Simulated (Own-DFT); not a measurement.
# What a defect does to the pressure of its cell: 3C SiC

Everything here is calculated. The program is Own-DFT (plane waves, in-house, since retired, never reviewed by a person); positions were held fixed, and spin and spin-orbit coupling were off.

Common settings: PBE; PseudoDojo norm-conserving scalar-relativistic files; cutoff 42 hartree; 4 x 4 x 4 k mesh centred on Gamma; Fermi-Dirac smearing of 0.1 eV.

Known weak points (not all hold for every row): a neutral cation vacancy leaves holes that likely carry spin, which these runs leave out; not probed for a lower state with spin; forces on such cells failed a check on a denser k mesh; forces on such cells passed a denser k mesh, each cell not checked; stress not checked against mesh or cutoff.

All runs share one cell, with vectors in Å (8.719, 0.000, 0.000); (0.000, 8.719, 0.000); (0.000, 0.000, 8.719) and a volume of 662.9 Å³. u is the rms random offset of the atoms per axis. The defect's site can differ from row to row.

| cell | formula | u (Å) | P (GPa) |
|---|---|---|---|
| no defect | C32Si32 | 0.0303 | 3.86 |
| no defect | C32Si32 | 0.0323 | 3.99 |
| no defect | C32Si32 | 0.0657 | 6.89 |
| one Si on a C site | C31Si33 | 0.0277 | 11.08 |
| one Si on a C site | C31Si33 | 0.0296 | 11.30 |
| one Si on a C site | C31Si33 | 0.0467 | 12.65 |
| one C vacancy | C31Si32 | 0.0315 | 3.30 |
| one C vacancy | C31Si32 | 0.0316 | 3.30 |
| one C vacancy | C31Si32 | 0.0491 | ? |
| one C vacancy | C31Si32 | 0.0536 | 4.48 |
| one Al on a Si site and one N on a C site | AlC31NSi31 | 0.0443 | 5.20 |
| one Al on a Si site and one N on a C site | AlC31NSi31 | 0.0475 | 5.17 |
| one Al on a Si site and one N on a C site | AlC31NSi31 | 0.0475 | 5.05 |
| one Si vacancy | C32Si31 | 0.0300 | 2.90 |
| one Si vacancy | C32Si31 | 0.0300 | 2.98 |
| one Si vacancy | C32Si31 | 0.0502 | 4.27 |

## Worked fit

P = P0 + c u² + a shift for each defect gives P0 = 3.15 GPa, c = 842 ± 50 GPa/Å² and a scatter of 0.18 GPa. The shifts, and each times the cell's volume:

- one Si on a C site: 7.45 ± 0.15 GPa, 30.8 eV
- one Al on a Si site and one N on a C site: 0.17 ± 0.15 GPa, 0.7 eV (not resolved)
- one C vacancy: -0.83 ± 0.15 GPa, -3.4 eV
- one Si vacancy: -0.98 ± 0.15 GPa, -4.1 eV

A positive shift means that the defect pushes the cell outwards. Shift times volume (160.2 GPa Å³ is 1 eV) depends little on the cell's size, so, taken for each site, it can be compared between cells at like pressure. The atoms around the defects weren't relaxed, which would change these numbers.

## Test on the hidden row

Question: what pressure belongs in the blank (one C vacancy, u = 0.0491 Å)?

Estimate: 4.35 ± 0.21 GPa. The calculation gave 4.31 GPa.
